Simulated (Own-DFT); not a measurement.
# Strain and stress in wurtzite GaN, 72 atoms (Ga36N36)

Calculated results; nothing here was measured. They come from Own-DFT, an in-house plane-wave density functional program, since retired, whose code no person has reviewed. Each row is one single-point run on a periodic cell that was not relaxed, without spin or spin-orbit coupling.

Settings of every run: PBE; PseudoDojo norm-conserving scalar-relativistic files; cutoff 42 hartree; 4 x 4 x 3 k mesh centred on Gamma; Fermi-Dirac smearing of 0.1 eV.

Known limits: forces not confirmed at this smearing and k mesh; stress not checked against mesh or cutoff.

Unstrained cell vectors in Å: (9.567, 0.000, 0.000); (-4.784, 8.285, 0.000); (0.000, 0.000, 10.370). The unstrained cell has measured lattice constants (interpolated for alloys), not those of this functional. That, the random moves and any unrelaxed bonds set the pressure at no strain. Each run strains this cell uniformly, with the atoms carried along. Every atom was also moved at random, by a Gaussian of width 0.05 Å on each axis. Strain is the symmetric tensor, in per cent. Stress is positive in tension, and the pressure is minus a third of its trace.

| run | e_xx (%) | e_yy (%) | e_zz (%) | s_xx (GPa) | s_yy (GPa) | s_zz (GPa) | P (GPa) | E (meV/atom) |
|---|---|---|---|---|---|---|---|---|
| 1 | 1.25 | 1.25 | 0.00 | -0.25 | -1.86 | -6.14 | 2.75 | 10.2 |
| 2 | -2.75 | -2.75 | 0.00 | -25.36 | -26.42 | -11.08 | 20.95 | 88.7 |
| 3 | 3.00 | 3.00 | 0.00 | 5.63 | 6.07 | -5.65 | -2.02 | 30.5 |
| 4 | 0.75 | 0.75 | 0.00 | -2.37 | -2.04 | -8.46 | 4.29 | 5.7 |
| 5 | -1.25 | -1.25 | 0.00 | -15.34 | -12.41 | -10.58 | 12.77 | 29.7 |
| 6 | 2.00 | 2.00 | 0.00 | 2.17 | 2.35 | -4.77 | 0.08 | 0.0 |
| 7 | 2.50 | 2.50 | 0.00 | 3.99 | 5.15 | -4.73 | -1.47 | 13.3 |
| 8 | -0.75 | -0.75 | 0.00 | -13.56 | -10.47 | -8.76 | 10.93 | 30.4 |
| 9 | 1.75 | 1.75 | 0.00 | ? | ? | ? | ? | ? |

E is the free energy for each atom above the lowest run shown.

## Worked fit

The change of volume is close to e_xx + e_yy + e_zz. A straight line through the runs shown gives P = 8.49 - 200 x (fractional change of volume) GPa, with an error of 11 on the slope and a scatter of 1.17 GPa. The strain isn't the same on all axes and the cell isn't cubic, so the slope belongs to this path and is not the bulk modulus.

## Withheld run

Question: what pressure should run 9 give? Its volume changes by 3.53 %.

The line gives 1.4 GPa. The calculation gave 0.69 GPa.
